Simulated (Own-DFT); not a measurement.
# Biaxial strain at fixed height in grey tin, 64 atoms (Sn64)

Everything here is calculated. The program is Own-DFT (plane waves, in-house, since retired, never reviewed by a person); positions were held fixed, and spin and spin-orbit coupling were off.

Method: PBE; PseudoDojo norm-conserving scalar-relativistic files; cutoff 42 hartree; 3 x 3 x 3 k mesh centred on Gamma; cold (Marzari-Vanderbilt) smearing of 0.2 eV.

Known weak points: forces on such cells moved up to 12 meV/angstrom on a denser k mesh; stress not checked against mesh or cutoff.

Unstrained cell vectors in Å: (12.978, 0.000, 0.000); (0.000, 12.978, 0.000); (0.000, 0.000, 12.978). The unstrained cell has measured lattice constants (interpolated for alloys), not those of this functional. That, the random moves and any unrelaxed bonds set the pressure at no strain. Each run strains x and y alike by e, as a substrate would, and holds the height along z. Random moves of width 0.05 Å per axis were added to every atom. Stress is positive in tension.

| e (%) | u (Å) | (s_xx + s_yy)/2 (GPa) | s_zz (GPa) |
|---|---|---|---|
| -2.50 | 0.048 | -6.81 | -5.97 |
| -2.50 | 0.049 | -6.75 | -6.06 |
| -2.00 | 0.053 | -6.11 | -5.60 |
| -2.00 | 0.053 | -6.12 | -5.53 |
| -1.50 | 0.049 | -5.41 | -4.98 |
| -1.50 | 0.051 | -5.44 | -4.89 |
| -1.00 | 0.052 | -4.81 | -4.51 |
| -1.00 | 0.051 | -4.87 | -4.53 |
| -0.50 | 0.046 | -4.16 | -4.02 |
| -0.50 | 0.049 | -4.12 | -3.94 |
| 0.25 | 0.054 | ? | ? |
| 0.75 | 0.052 | -2.81 | -2.99 |
| 0.75 | 0.048 | -2.82 | -2.98 |

## Working it out

With e as a fraction, the in-plane stress is -3.6 + 112 e - 609 e² GPa (errors 2 and 105, scatter 0.04), and s_zz is -3.6 + 85 e - 549 e² GPa (slope ± 3, scatter 0.06). At e = 0 the first slope is C11 + C12 and the second 2 C12, both with the ions held to the strained lattice and at the cell's own pressure. The term in e² is negative: the layer stiffens under compression and softens under tension. A free layer would change its height as e changes, and the in-plane slope would drop by 2 C12²/C11 to the biaxial modulus. At fixed height, a misfit of 1 % moves the in-plane stress by about 1.1 GPa and s_zz by 0.9 GPa.

## Prediction

Question: what are the two stresses at e = 0.25 %?

From the fit: -3.3 and -3.4 GPa. DFT gave -3.41 and -3.54 GPa. The miss is larger than the scatter suggests: chance, or a term that the fit lacks.
